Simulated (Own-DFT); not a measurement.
## Calculated data, SiC (4H silicon carbide, atoms displaced)

All values are calculated (Own-DFT development build). A calculation, not a measurement: plane-wave PBE density functional theory by an unreviewed code, no spin, of a simulated periodic cell, stress positive in tension, free energy of the whole cell less one offset for each atom, forces on such cells passed a denser k mesh, this cell's mesh not checked; offsets are fitted by least squares, one for each functional and potential file, so energies compare only between cells with the same atoms and settings and are not formation energies; the far tail of each file's local potential was reset to the Coulomb form; each entry is a single point on an unrelaxed cell, so the pressure reflects the starting lattice, mostly measured values (interpolated for alloys), from which strain is counted, and rises with the displacements; printed positions are rounded, which can move forces by about a meV/angstrom; the program, named Own-DFT, is a retired in-house code; no spin-orbit coupling.

Settings shared by all entries: functional PBE; potential files PseudoDojo norm-conserving, scalar-relativistic, standard set; wave cutoff 42 hartree; occupations Fermi-Dirac; smearing width 0.1 eV; hardware one NVIDIA H100; k mesh 4 x 4 x 3 centred on Gamma.

```yaml
- entry: 1
  formula: SiC
  kind: "4H silicon carbide, atoms displaced"
  structure:
    cell_angstrom: [[9.2481, 0.0, 0.0], [-4.6241, 8.0091, 0.0], [0.0, 0.0, 10.0681]]
    atoms_fractional:
      - [Si, 0.00667, 0.00207, 0.40342]
      - [Si, 0.11419, 0.22926, 0.15449]
      - [C, 0.99833, 0.00248, 0.08996]
      - [C, 0.11503, 0.21981, 0.339]
      - [Si, 0.99328, 0.33009, 0.41145]
      - [Si, 0.1142, 0.56038, 0.15617]
      - [C, 0.99209, 0.33386, 0.09155]
      - [C, 0.10477, 0.55517, 0.33962]
      - [Si, 0.99525, 0.66422, 0.40187]
      - [Si, 0.10981, 0.88764, 0.15536]
      - [C, 0.9984, 0.67077, 0.09319]
      - [C, 0.11525, 0.89596, 0.34455]
      - [Si, 0.33803, 0.00231, 0.41215]
      - [Si, 0.44915, 0.22718, 0.15735]
      - [C, 0.33665, 0.9991, 0.08612]
      - [C, 0.44601, 0.2227, 0.34274]
      - [Si, 0.33064, 0.32884, 0.40502]
      - [Si, 0.45107, 0.55859, 0.15878]
      - [C, 0.32787, 0.32645, 0.0972]
      - [C, 0.44083, 0.55389, 0.34196]
      - [Si, 0.32815, 0.66834, 0.40808]
      - [Si, 0.44116, 0.89117, 0.15723]
      - [C, 0.33638, 0.67241, 0.09551]
      - [C, 0.44394, 0.88748, 0.3391]
      - [Si, 0.66598, 0.00136, 0.40415]
      - [Si, 0.77993, 0.22218, 0.15583]
      - [C, 0.66848, 0.00045, 0.0927]
      - [C, 0.78105, 0.21973, 0.34343]
      - [Si, 0.66246, 0.33488, 0.4054]
      - [Si, 0.78169, 0.55754, 0.15546]
      - [C, 0.66501, 0.33358, 0.09156]
      - [C, 0.77528, 0.55306, 0.34711]
      - [Si, 0.6692, 0.67268, 0.40568]
      - [Si, 0.78269, 0.88712, 0.15409]
      - [C, 0.67204, 0.66904, 0.09068]
      - [C, 0.78079, 0.89059, 0.33964]
      - [Si, 0.99823, 0.9993, 0.90693]
      - [Si, 0.88667, 0.77484, 0.65862]
      - [C, 0.00205, 0.00318, 0.59005]
      - [C, 0.88619, 0.78433, 0.84226]
      - [Si, 0.00284, 0.66512, 0.90402]
      - [Si, 0.88628, 0.44288, 0.65884]
      - [C, 0.99701, 0.66614, 0.59342]
      - [C, 0.88666, 0.4464, 0.84114]
      - [Si, 0.00209, 0.33152, 0.90756]
      - [Si, 0.88888, 0.1102, 0.65628]
      - [C, 0.99965, 0.33114, 0.597]
      - [C, 0.8844, 0.10664, 0.84566]
      - [Si, 0.66326, 0.00283, 0.90286]
      - [Si, 0.55317, 0.78064, 0.65699]
      - [C, 0.66809, 0.99431, 0.5889]
      - [C, 0.55731, 0.77538, 0.8447]
      - [Si, 0.66492, 0.66864, 0.9074]
      - [Si, 0.55017, 0.44141, 0.64973]
      - [C, 0.66809, 0.66371, 0.59032]
      - [C, 0.55137, 0.44031, 0.84113]
      - [Si, 0.67076, 0.3409, 0.90734]
      - [Si, 0.55641, 0.11749, 0.6582]
      - [C, 0.66964, 0.33052, 0.59266]
      - [C, 0.55703, 0.11498, 0.8479]
      - [Si, 0.32748, 0.99277, 0.90387]
      - [Si, 0.21894, 0.77356, 0.65987]
      - [C, 0.33628, 0.0002, 0.59202]
      - [C, 0.22435, 0.77885, 0.84214]
      - [Si, 0.33842, 0.66659, 0.90974]
      - [Si, 0.22058, 0.44506, 0.65155]
      - [C, 0.33515, 0.66374, 0.59242]
      - [C, 0.22227, 0.44668, 0.84085]
      - [Si, 0.33449, 0.33881, 0.91192]
      - [Si, 0.22442, 0.10925, 0.65516]
      - [C, 0.33339, 0.33187, 0.59687]
      - [C, 0.22587, 0.11426, 0.84401]
  results:
    "free_energy_of_cell_above_offsets [eV]": "-10.772"
    "pressure [GPa]": 3.66
    "stress_xx [GPa]": -2.63
    "stress_yy [GPa]": -2.71
    "stress_zz [GPa]": -5.63
    "stress_yz [GPa]": 0.25
    "stress_xz [GPa]": -0.07
    "stress_xy [GPa]": -1.04
    force_element: [Si, Si, C, C, Si, Si, C, C, Si, Si, C, C, Si, Si, C, C, Si, Si, C, C, Si, Si, C, C, Si, Si, C, C, Si, Si, C, C, Si, Si, C, C, Si, Si, C, C, Si, Si, C, C, Si, Si, C, C, Si, Si, C, C, Si, Si, C, C, Si, Si, C, C, Si, Si, C, C, Si, Si, C, C, Si, Si, C, C]
    "force_x [eV/angstrom]": [-1.356, -1.093, 0.982, -1.348, 1.426, -0.463, 1.886, 0.716, 0.265, 0.237, 1.065, 0.837, -0.223, -0.333, -1.131, -0.118, 0.082, -0.829, 0.804, 0.27, 0.706, 1.255, 0.382, -0.407, 0.626, -0.967, -0.299, -1.506, 1.512, -0.636, 0.69, -0.395, -0.315, -1.275, -0.365, 0.071, 0.436, -0.252, 0.302, 1.179, -1.271, 0.322, 0.659, 0.967, -0.907, 0.245, -0.59, 0.206, 0.738, 1.433, -1.055, -1.141, 1.0, 1.162, -0.933, 0.133, -0.697, 1.018, -1.099, -0.525, 0.325, 0.193, -0.046, 0.253, -0.765, 0.777, -1.157, 0.087, 0.343, -0.767, -0.715, -0.612]
    "force_y [eV/angstrom]": [-0.086, -1.401, 0.187, 0.736, 0.386, -0.563, 1.033, -0.299, 1.018, 1.522, -0.577, -1.4, -0.452, -1.482, 0.345, -0.261, 0.901, -0.297, 2.087, 0.399, -0.474, 0.412, -1.053, 0.408, -0.791, -0.644, -0.321, 0.517, -0.578, -0.607, 0.644, 0.626, -0.704, 0.867, -0.669, 0.102, 0.676, 0.861, -0.599, -1.391, 0.798, 0.448, -0.274, -0.238, 0.07, -0.564, 0.392, 0.92, -0.545, -1.016, 1.236, 0.837, -0.792, 0.604, 0.446, 1.205, -1.026, -1.404, 0.608, -0.127, 2.031, 0.303, -0.356, -1.007, 0.094, -0.457, 0.583, -0.088, -1.083, 0.129, -0.327, -0.479]
    "force_z [eV/angstrom]": [0.228, 0.108, 0.778, 1.012, -1.211, -0.644, 0.285, 1.345, 0.928, -0.197, -0.35, -0.283, -1.96, -0.792, 1.652, 0.473, 0.196, -0.562, -0.534, 1.077, -1.171, -0.973, -0.189, 1.628, -0.478, -0.035, 0.072, 0.087, 0.121, 0.288, 0.77, -1.1, -0.256, -0.076, 0.701, 0.598, -0.649, -0.975, 0.527, 0.586, 0.046, -0.913, -0.081, 1.008, -0.899, 0.12, -0.363, -0.559, 1.092, -0.323, 0.921, -0.246, -0.982, 1.188, 0.646, 0.445, -0.458, 0.061, -0.269, -1.004, -0.043, -1.447, 1.256, 0.602, -0.641, 0.963, 0.243, 0.828, -1.365, 0.514, -1.5, 0.135]
    "wall_time [s]": 373.2
- entry: 2
  formula: SiC
  kind: "4H silicon carbide, atoms displaced"
  structure:
    cell_angstrom: [[9.2481, 0.0, 0.0], [-4.6241, 8.0091, 0.0], [0.0, 0.0, 10.0681]]
    atoms_fractional:
      - [Si, 0.99694, 0.00385, 0.40675]
      - [Si, 0.10417, 0.21971, 0.15346]
      - [C, 0.99587, 0.99585, 0.09869]
      - [C, 0.1049, 0.22242, 0.34095]
      - [Si, 0.99933, 0.33226, 0.40361]
      - [Si, 0.1199, 0.56207, 0.16192]
      - [C, 0.00132, 0.33586, 0.09753]
      - [C, 0.11265, 0.55978, 0.34482]
      - [Si, 0.00324, 0.67212, 0.39894]
      - [Si, 0.1088, 0.8915, 0.15676]
      - [C, 0.99725, 0.66361, 0.09497]
      - [C, 0.11482, 0.88926, 0.34295]
      - [Si, 0.33229, 0.99677, 0.40717]
      - [Si, 0.45599, 0.2324, 0.15806]
      - [C, 0.33213, 0.99966, 0.09565]
      - [C, 0.44375, 0.22253, 0.34033]
      - [Si, 0.32958, 0.33191, 0.40493]
      - [Si, 0.4459, 0.55665, 0.15943]
      - [C, 0.32867, 0.32633, 0.08737]
      - [C, 0.45132, 0.56172, 0.34392]
      - [Si, 0.33752, 0.6735, 0.41211]
      - [Si, 0.44494, 0.88953, 0.15366]
      - [C, 0.33538, 0.67287, 0.09532]
      - [C, 0.44341, 0.88639, 0.34245]
      - [Si, 0.66031, 0.99715, 0.40649]
      - [Si, 0.77375, 0.21915, 0.15587]
      - [C, 0.66613, 0.99844, 0.09399]
      - [C, 0.77662, 0.22042, 0.34202]
      - [Si, 0.6622, 0.32933, 0.40237]
      - [Si, 0.77043, 0.55792, 0.15402]
      - [C, 0.67104, 0.33566, 0.08504]
      - [C, 0.77376, 0.55276, 0.34462]
      - [Si, 0.66462, 0.66684, 0.40453]
      - [Si, 0.77583, 0.88578, 0.1572]
      - [C, 0.66151, 0.66386, 0.09024]
      - [C, 0.77543, 0.88632, 0.33951]
      - [Si, 0.99697, 0.99212, 0.90637]
      - [Si, 0.89045, 0.77632, 0.65673]
      - [C, 0.99657, 0.99866, 0.59353]
      - [C, 0.891, 0.78346, 0.84621]
      - [Si, 0.0016, 0.66808, 0.90606]
      - [Si, 0.88513, 0.44669, 0.65963]
      - [C, 0.99863, 0.67186, 0.59568]
      - [C, 0.88335, 0.43939, 0.84698]
      - [Si, 0.00404, 0.33534, 0.90455]
      - [Si, 0.88662, 0.11204, 0.65759]
      - [C, 0.99824, 0.33703, 0.59613]
      - [C, 0.89339, 0.11146, 0.84108]
      - [Si, 0.66476, 0.00172, 0.90939]
      - [Si, 0.55401, 0.77226, 0.65539]
      - [C, 0.66618, 0.99166, 0.59804]
      - [C, 0.5562, 0.77659, 0.84008]
      - [Si, 0.66128, 0.66849, 0.90453]
      - [Si, 0.55806, 0.44424, 0.66344]
      - [C, 0.66786, 0.66472, 0.58957]
      - [C, 0.55188, 0.44401, 0.83752]
      - [Si, 0.66322, 0.33519, 0.9047]
      - [Si, 0.56053, 0.11225, 0.66022]
      - [C, 0.66259, 0.33462, 0.59402]
      - [C, 0.55261, 0.10456, 0.84099]
      - [Si, 0.33277, 0.00201, 0.9032]
      - [Si, 0.21994, 0.77506, 0.65359]
      - [C, 0.33092, 0.99251, 0.59719]
      - [C, 0.22555, 0.78079, 0.84525]
      - [Si, 0.3343, 0.66788, 0.90608]
      - [Si, 0.21474, 0.43962, 0.65564]
      - [C, 0.32649, 0.6632, 0.58934]
      - [C, 0.2274, 0.4493, 0.84703]
      - [Si, 0.34011, 0.3404, 0.90494]
      - [Si, 0.21984, 0.10764, 0.66029]
      - [C, 0.32857, 0.3285, 0.59057]
      - [C, 0.22697, 0.11655, 0.84088]
  results:
    "free_energy_of_cell_above_offsets [eV]": "-10.571"
    "pressure [GPa]": 3.72
    "stress_xx [GPa]": -2.92
    "stress_yy [GPa]": -2.55
    "stress_zz [GPa]": -5.7
    "stress_yz [GPa]": 0.25
    "stress_xz [GPa]": -0.07
    "stress_xy [GPa]": 0.22
    force_element: [Si, Si, C, C, Si, Si, C, C, Si, Si, C, C, Si, Si, C, C, Si, Si, C, C, Si, Si, C, C, Si, Si, C, C, Si, Si, C, C, Si, Si, C, C, Si, Si, C, C, Si, Si, C, C, Si, Si, C, C, Si, Si, C, C, Si, Si, C, C, Si, Si, C, C, Si, Si, C, C, Si, Si, C, C, Si, Si, C, C]
    "force_x [eV/angstrom]": [0.759, 0.87, -0.297, 1.098, -0.732, -1.315, -0.341, 0.645, -0.729, 1.114, -0.088, -1.208, 0.043, -1.284, 0.205, -0.193, 0.263, -0.966, 0.303, -1.498, -0.115, -0.561, 0.85, -0.25, 1.056, 0.716, 0.019, -0.47, 0.236, 1.97, -0.661, 0.226, 1.12, -0.269, -0.168, -0.22, 0.118, -1.24, 0.176, -0.081, -0.055, 0.204, 0.857, 0.399, -0.351, 0.635, -0.59, -0.693, 1.081, -0.199, -0.833, -0.739, 1.249, -1.286, -0.255, 0.906, 0.505, -0.665, 0.958, -0.15, 0.099, -0.086, 0.146, -0.405, -0.092, 1.136, 0.971, -0.488, -1.046, 0.026, 0.242, -0.58]
    "force_y [eV/angstrom]": [-0.901, 0.16, 0.406, 0.085, 0.907, -0.731, 0.03, -0.392, -1.026, -0.713, 0.708, 0.833, 0.541, -1.851, 0.835, -0.257, 0.426, -0.579, 1.293, -1.198, -1.312, 0.377, -0.962, 0.687, 0.122, 0.843, 0.084, -0.136, 0.72, -0.474, 0.032, 0.397, 0.008, 0.052, 0.513, 0.394, 2.55, 0.802, 0.316, -2.283, -0.346, 0.068, -1.135, 1.02, -0.401, -0.256, -0.822, -0.078, -0.257, -0.212, 1.182, 0.466, -0.165, -0.057, -0.129, 0.821, -0.922, -0.787, -0.661, 1.389, -0.092, -0.039, 1.471, -0.702, 0.488, 0.554, -0.02, -0.377, -1.334, 0.115, 0.448, -0.536]
    "force_z [eV/angstrom]": [-0.171, 0.018, -1.303, 0.24, 0.638, -1.111, -0.838, 0.636, 1.389, -0.143, 0.031, 0.227, 0.033, -1.486, -0.619, 0.994, -0.11, -0.953, 1.637, 0.332, -2.008, 0.483, -0.471, 0.212, 0.194, -0.459, -0.027, 0.554, 0.976, 0.249, 1.772, -0.66, 0.354, -0.578, 0.058, 1.211, 0.493, -0.127, 0.112, -0.603, 0.489, -0.715, -0.891, -0.496, 0.871, -0.482, -0.716, 1.4, -1.123, -0.358, -1.09, 0.886, -0.192, -3.773, 1.144, 2.615, -0.774, -1.423, -0.122, 1.343, 0.914, 0.884, -0.732, -0.539, 0.263, 0.041, 1.869, -0.846, -0.156, -1.7, 0.86, 1.368]
    "wall_time [s]": 373.1
- entry: 3
  formula: SiC
  kind: "4H silicon carbide, atoms displaced"
  structure:
    cell_angstrom: [[9.2481, 0.0, 0.0], [-4.6241, 8.0091, 0.0], [0.0, 0.0, 10.0681]]
    atoms_fractional:
      - [Si, 0.00184, 0.0024, 0.40462]
      - [Si, 0.10833, 0.22463, 0.15607]
      - [C, 0.99743, 0.00283, 0.09505]
      - [C, 0.104, 0.21372, 0.34132]
      - [Si, 0.00286, 0.33253, 0.41097]
      - [Si, 0.1173, 0.55412, 0.155]
      - [C, 0.00052, 0.33643, 0.09373]
      - [C, 0.1149, 0.56003, 0.34434]
      - [Si, 0.00625, 0.67052, 0.4051]
      - [Si, 0.11365, 0.89996, 0.16249]
      - [C, 0.00048, 0.66356, 0.09821]
      - [C, 0.1115, 0.88554, 0.34875]
      - [Si, 0.33488, 0.99704, 0.41055]
      - [Si, 0.44059, 0.2177, 0.1589]
      - [C, 0.34195, 0.00062, 0.09414]
      - [C, 0.44777, 0.22248, 0.33361]
      - [Si, 0.33784, 0.33447, 0.40699]
      - [Si, 0.44548, 0.55502, 0.16066]
      - [C, 0.33301, 0.33111, 0.09717]
      - [C, 0.45066, 0.55266, 0.33827]
      - [Si, 0.33326, 0.66861, 0.40565]
      - [Si, 0.44464, 0.88926, 0.15741]
      - [C, 0.33695, 0.67052, 0.09286]
      - [C, 0.44097, 0.8892, 0.33883]
      - [Si, 0.67669, 0.0008, 0.40414]
      - [Si, 0.77774, 0.22012, 0.15696]
      - [C, 0.6637, 0.99778, 0.09531]
      - [C, 0.77612, 0.22471, 0.3487]
      - [Si, 0.66354, 0.33096, 0.40822]
      - [Si, 0.78811, 0.56067, 0.15838]
      - [C, 0.66818, 0.3288, 0.096]
      - [C, 0.78152, 0.55114, 0.34119]
      - [Si, 0.66146, 0.6602, 0.40135]
      - [Si, 0.78093, 0.88738, 0.15647]
      - [C, 0.66975, 0.66628, 0.09632]
      - [C, 0.77735, 0.88624, 0.34588]
      - [Si, 0.99964, 0.0006, 0.90699]
      - [Si, 0.88594, 0.77398, 0.65452]
      - [C, 0.99432, 0.99635, 0.59889]
      - [C, 0.88135, 0.77562, 0.83966]
      - [Si, 0.99778, 0.66782, 0.90238]
      - [Si, 0.88994, 0.44581, 0.64977]
      - [C, 0.00038, 0.66577, 0.59286]
      - [C, 0.88991, 0.44604, 0.83861]
      - [Si, 0.00115, 0.33039, 0.90754]
      - [Si, 0.88085, 0.1083, 0.65931]
      - [C, 0.99998, 0.32975, 0.59245]
      - [C, 0.8909, 0.1122, 0.83949]
      - [Si, 0.66908, 0.00141, 0.90626]
      - [Si, 0.55375, 0.77649, 0.65621]
      - [C, 0.66883, 0.99637, 0.59889]
      - [C, 0.55666, 0.78417, 0.84442]
      - [Si, 0.66199, 0.66275, 0.9055]
      - [Si, 0.55622, 0.45232, 0.66131]
      - [C, 0.66588, 0.66089, 0.59289]
      - [C, 0.55347, 0.44248, 0.84648]
      - [Si, 0.66871, 0.33694, 0.91035]
      - [Si, 0.55568, 0.11215, 0.65677]
      - [C, 0.66949, 0.33188, 0.59463]
      - [C, 0.55334, 0.1135, 0.84433]
      - [Si, 0.33333, 0.99554, 0.91312]
      - [Si, 0.22182, 0.77635, 0.65232]
      - [C, 0.3276, 0.99354, 0.59619]
      - [C, 0.22981, 0.77941, 0.84418]
      - [Si, 0.3382, 0.66704, 0.90529]
      - [Si, 0.2234, 0.44217, 0.65892]
      - [C, 0.33022, 0.66995, 0.59366]
      - [C, 0.22295, 0.44714, 0.84372]
      - [Si, 0.33144, 0.33228, 0.90703]
      - [Si, 0.22125, 0.10707, 0.65774]
      - [C, 0.33413, 0.3373, 0.59203]
      - [C, 0.21862, 0.10707, 0.84663]
  results:
    "free_energy_of_cell_above_offsets [eV]": "-10.459"
    "pressure [GPa]": 3.81
    "stress_xx [GPa]": -2.47
    "stress_yy [GPa]": -3.44
    "stress_zz [GPa]": -5.53
    "stress_yz [GPa]": 0.14
    "stress_xz [GPa]": 0.06
    "stress_xy [GPa]": -0.37
    force_element: [Si, Si, C, C, Si, Si, C, C, Si, Si, C, C, Si, Si, C, C, Si, Si, C, C, Si, Si, C, C, Si, Si, C, C, Si, Si, C, C, Si, Si, C, C, Si, Si, C, C, Si, Si, C, C, Si, Si, C, C, Si, Si, C, C, Si, Si, C, C, Si, Si, C, C, Si, Si, C, C, Si, Si, C, C, Si, Si, C, C]
    "force_x [eV/angstrom]": [-0.035, 0.535, 0.7, 0.704, -0.636, -1.062, 0.261, 0.553, -0.862, 1.168, 0.689, -0.315, -0.405, 1.059, -2.043, -0.696, -0.444, 0.258, -0.475, -2.077, 0.724, 0.409, 0.522, 1.429, -2.032, -0.235, 1.107, 1.287, 0.312, -1.098, -0.746, -0.594, 1.874, -1.279, -0.108, 0.694, -0.277, 0.113, 0.457, 0.755, 0.77, 0.438, -0.101, 0.157, -0.931, 1.741, 0.019, -0.228, -0.709, 0.232, -1.481, 0.777, 0.032, 0.906, -0.887, -0.332, 0.46, 0.099, -1.502, 0.595, -0.085, -0.495, 0.728, -1.258, -0.729, -0.999, 1.44, 0.55, 0.083, -0.854, 0.752, 0.62]
    "force_y [eV/angstrom]": [-1.429, -0.077, 0.107, 1.98, 0.199, 0.907, -0.696, -1.197, -1.347, -1.772, 1.678, 1.611, 0.748, 0.852, -0.121, -0.571, -0.814, 0.124, 0.216, 0.025, -0.106, -0.246, -0.823, -0.035, 0.065, 0.157, 0.169, -0.495, 0.416, -1.657, 1.017, 0.755, 0.626, -0.11, -0.188, -0.305, -0.646, 0.354, 0.61, 0.236, -0.025, -0.474, 0.287, -0.316, 0.893, 0.45, 0.321, -0.038, 0.64, -0.107, 0.086, -1.235, 0.834, -2.051, 1.095, 0.185, -0.665, -0.531, 0.263, -0.045, 0.672, -0.131, 1.427, -0.493, 0.334, 0.487, -1.02, -0.593, -0.315, 0.338, -0.849, 0.359]
    "force_z [eV/angstrom]": [1.511, -0.092, -0.327, 0.55, -1.259, 0.31, -0.06, -0.059, 0.227, -1.045, -1.197, -0.448, -0.957, -2.242, 0.731, 4.009, -0.98, -2.127, -0.58, 1.989, -0.227, -0.463, 0.152, 1.793, 0.77, 0.476, -0.202, -0.585, -0.525, -0.505, -0.099, 1.278, 0.84, 0.124, -0.511, -0.551, -0.56, -0.121, -1.142, 1.002, 0.685, 0.958, -0.334, 0.753, -0.805, -0.917, 0.901, 1.961, 0.121, 0.054, -1.48, -0.158, 0.629, -0.712, -0.567, 0.107, -0.601, 0.381, -0.207, 0.377, -1.607, 1.611, -0.584, -0.176, 0.291, -0.774, -0.374, 0.45, 0.354, 0.063, 0.586, 0.115]
    "wall_time [s]": 370.1
- entry: 4
  formula: SiC
  kind: "4H silicon carbide, atoms displaced"
  structure:
    cell_angstrom: [[9.2481, 0.0, 0.0], [-4.6241, 8.0091, 0.0], [0.0, 0.0, 10.0681]]
    atoms_fractional:
      - [Si, 0.99686, 0.99971, 0.40875]
      - [Si, 0.10307, 0.21876, 0.15221]
      - [C, 0.99815, 0.99537, 0.09389]
      - [C, 0.11476, 0.22549, 0.34289]
      - [Si, 0.00531, 0.33924, 0.40657]
      - [Si, 0.10542, 0.54808, 0.15547]
      - [C, 0.99927, 0.33267, 0.0963]
      - [C, 0.11647, 0.55345, 0.34533]
      - [Si, 0.0009, 0.66647, 0.40732]
      - [Si, 0.11501, 0.89408, 0.15345]
      - [C, 0.99577, 0.66312, 0.09276]
      - [C, 0.10945, 0.89539, 0.34361]
      - [Si, 0.3346, 0.99657, 0.40646]
      - [Si, 0.44933, 0.2202, 0.15807]
      - [C, 0.33573, 0.99848, 0.09336]
      - [C, 0.43841, 0.21919, 0.3438]
      - [Si, 0.33856, 0.33521, 0.40849]
      - [Si, 0.44553, 0.56357, 0.15161]
      - [C, 0.33112, 0.33504, 0.09041]
      - [C, 0.44395, 0.55667, 0.34986]
      - [Si, 0.33136, 0.67343, 0.41023]
      - [Si, 0.44362, 0.88687, 0.1553]
      - [C, 0.32609, 0.66604, 0.09738]
      - [C, 0.44352, 0.89142, 0.34462]
      - [Si, 0.66601, 0.99849, 0.40989]
      - [Si, 0.77976, 0.21868, 0.15662]
      - [C, 0.66865, 0.00422, 0.09382]
      - [C, 0.77719, 0.21437, 0.34733]
      - [Si, 0.6711, 0.33567, 0.4057]
      - [Si, 0.77465, 0.55519, 0.16381]
      - [C, 0.6687, 0.33938, 0.09802]
      - [C, 0.77825, 0.55531, 0.34399]
      - [Si, 0.66742, 0.66134, 0.40603]
      - [Si, 0.77776, 0.89233, 0.15919]
      - [C, 0.66912, 0.66403, 0.09448]
      - [C, 0.77847, 0.89117, 0.34344]
      - [Si, 0.0005, 0.00498, 0.90316]
      - [Si, 0.8903, 0.77814, 0.65512]
      - [C, 0.00253, 0.9968, 0.59519]
      - [C, 0.87792, 0.77396, 0.8438]
      - [Si, 0.00358, 0.66672, 0.90804]
      - [Si, 0.88518, 0.44338, 0.65214]
      - [C, 0.99762, 0.6673, 0.59369]
      - [C, 0.88483, 0.43941, 0.84404]
      - [Si, 0.00457, 0.33301, 0.90339]
      - [Si, 0.8928, 0.11512, 0.66003]
      - [C, 0.99669, 0.33551, 0.59274]
      - [C, 0.88621, 0.10995, 0.84254]
      - [Si, 0.67297, 0.00366, 0.90926]
      - [Si, 0.56239, 0.7834, 0.65365]
      - [C, 0.66826, 0.00035, 0.59284]
      - [C, 0.55103, 0.77654, 0.84431]
      - [Si, 0.66604, 0.66715, 0.9079]
      - [Si, 0.55344, 0.44114, 0.65054]
      - [C, 0.67064, 0.66519, 0.59573]
      - [C, 0.55249, 0.4501, 0.84283]
      - [Si, 0.67141, 0.33272, 0.90053]
      - [Si, 0.55423, 0.11014, 0.65988]
      - [C, 0.67164, 0.33564, 0.58346]
      - [C, 0.55713, 0.10879, 0.84745]
      - [Si, 0.33748, 0.01142, 0.90366]
      - [Si, 0.21989, 0.77772, 0.65377]
      - [C, 0.3348, 0.99727, 0.59674]
      - [C, 0.2193, 0.77571, 0.84349]
      - [Si, 0.33795, 0.66909, 0.90533]
      - [Si, 0.21787, 0.44101, 0.65475]
      - [C, 0.33502, 0.66985, 0.59485]
      - [C, 0.22145, 0.43913, 0.84896]
      - [Si, 0.33831, 0.33598, 0.90782]
      - [Si, 0.21695, 0.11156, 0.65568]
      - [C, 0.33563, 0.33341, 0.59286]
      - [C, 0.22582, 0.11536, 0.84583]
  results:
    "free_energy_of_cell_above_offsets [eV]": "-10.448"
    "pressure [GPa]": 3.76
    "stress_xx [GPa]": -3.87
    "stress_yy [GPa]": -3.08
    "stress_zz [GPa]": -4.33
    "stress_yz [GPa]": 0.35
    "stress_xz [GPa]": 0.39
    "stress_xy [GPa]": -0.8
    force_element: [Si, Si, C, C, Si, Si, C, C, Si, Si, C, C, Si, Si, C, C, Si, Si, C, C, Si, Si, C, C, Si, Si, C, C, Si, Si, C, C, Si, Si, C, C, Si, Si, C, C, Si, Si, C, C, Si, Si, C, C, Si, Si, C, C, Si, Si, C, C, Si, Si, C, C, Si, Si, C, C, Si, Si, C, C, Si, Si, C, C]
    "force_x [eV/angstrom]": [0.308, 1.933, -0.652, -0.364, 0.106, -0.277, -0.346, -1.673, 0.048, 0.019, 0.344, 1.066, -1.349, -1.476, -0.225, 1.59, -1.13, 0.381, 0.497, 0.053, 1.64, -0.235, 0.927, 0.751, 0.055, -1.203, 0.14, -0.143, -0.47, 0.736, 0.867, 0.564, -1.014, 0.532, -1.211, -0.139, 0.557, -0.395, -1.365, 2.205, -1.444, 0.32, 0.581, 1.257, -1.224, -0.376, 0.871, 0.643, -1.027, -0.401, 0.153, 1.285, -0.511, 0.526, -0.68, 1.713, -1.882, 0.524, -1.038, -0.011, 0.434, 0.372, -0.816, 0.438, -1.573, 0.606, -0.028, 0.011, -0.456, 1.912, -0.949, -0.885]
    "force_y [eV/angstrom]": [1.009, 0.414, 0.906, -0.374, -1.771, 1.36, -0.625, 0.913, 0.561, -1.207, 0.432, -1.255, 1.037, 0.637, 0.62, 0.368, -0.255, -1.616, -0.269, 0.54, -0.924, 0.314, 0.304, -0.336, -0.133, 1.215, -1.095, 1.587, -1.383, 0.206, -1.239, -0.049, 1.126, -0.893, 1.129, -0.813, -1.527, -0.503, 0.717, 1.197, -0.254, 0.565, -0.228, 0.925, 0.057, -0.679, -0.325, 0.723, -1.277, -1.268, 0.567, 1.051, -0.147, 0.776, 0.277, -1.138, 0.532, 0.189, -0.833, 0.756, -2.375, -0.297, 0.732, 0.898, -0.636, 0.987, -0.397, 1.072, -0.16, 0.066, -0.441, -0.044]
    "force_z [eV/angstrom]": [-0.754, 1.004, -0.771, 0.504, -0.302, 0.515, -1.318, -0.304, -0.733, 0.532, 0.91, 0.164, 0.259, -0.409, -0.425, 0.504, -1.142, 1.435, 1.04, -1.014, -0.497, 0.266, -1.094, -0.265, -0.686, 0.725, 0.022, -0.58, -1.729, -1.862, -0.92, 0.837, 0.3, -0.654, 0.239, 0.799, 0.68, 0.934, -0.029, -0.14, -0.489, 0.927, -0.229, -0.787, 0.836, -1.486, 0.29, 0.52, -0.461, 0.656, 0.898, 0.065, -0.132, 1.205, -0.896, -0.59, 1.782, -0.942, 2.614, -0.632, 0.728, 1.043, -0.454, -0.012, 0.343, 0.569, 0.256, -1.33, -0.008, 0.248, 0.2, -0.771]
    "wall_time [s]": 357.3
```
